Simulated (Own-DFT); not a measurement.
# What random displacements cost in zincblende GaP, 64 atoms (Ga32P32)

These are calculations, not measurements. They come from Own-DFT, an in-house plane-wave density functional program, since retired, whose code no person has reviewed. Each row is one single-point run on a periodic cell that was not relaxed, without spin or spin-orbit coupling.

Settings of every run: PBE; PseudoDojo norm-conserving scalar-relativistic files; cutoff 42 hartree; 3 x 3 x 3 k mesh centred on Gamma; Fermi-Dirac smearing of 0.1 eV.

Known limits, some of them of some rows only: some atoms lie very close together; forces on such cells passed a denser k mesh, each cell not checked; stress not checked against mesh or cutoff.

Cell vectors in Å: (10.901, 0.000, 0.000); (0.000, 10.901, 0.000); (0.000, 0.000, 10.901). In each run every atom was moved at random and independently from its ideal site; u is the rms move along one axis. E is the free energy for each atom above the fitted value at u = 0, and F the rms of the force components.

```
run,u (Å),E (meV/atom),F (eV/Å),largest force (eV/Å),P (GPa)
1,0.0194,6.3,0.266,0.83,2.71
2,0.0197,6.7,0.276,0.88,2.70
3,0.0204,7.3,0.288,0.90,2.72
4,0.0490,?,?,?,?
5,0.0531,51.1,0.769,2.65,3.36
6,0.0955,162.2,1.524,6.96,4.94
7,0.1007,166.4,1.441,5.18,5.08
8,0.1488,376.2,2.548,13.11,7.90
9,0.1918,578.4,3.141,15.17,10.18
```

## Worked fit

For small independent moves the energy grows as E = (3/2) K u², with K the mean stiffness felt by one atom. The runs with u up to 0.11 Å give K = 11.6 ± 0.3 eV/Å², with residuals divided by u² + 0.0006 Å², since the noise grows with the moves. The scatter is 1.9 meV/atom at u = 0.05 Å. The forces follow F = G u with G = 14.4 eV/Å²; no force at u = 0 is resolved. G exceeds K because the moves of its neighbours add to the force on an atom, and stiffness differs between atoms. At u = 0.192 Å the parabola gives 639 meV/atom and the run 578. The pressure follows P = 2.62 + 248 u² GPa: at fixed volume, shortened bonds push harder than stretched ones pull.

## Withheld run

Question: what energy and rms force should run 4 give?

The fit gives 42 ± 2 meV/atom and about 0.71 eV/Å. The calculation gave 40.7 meV/atom and 0.692 eV/Å.
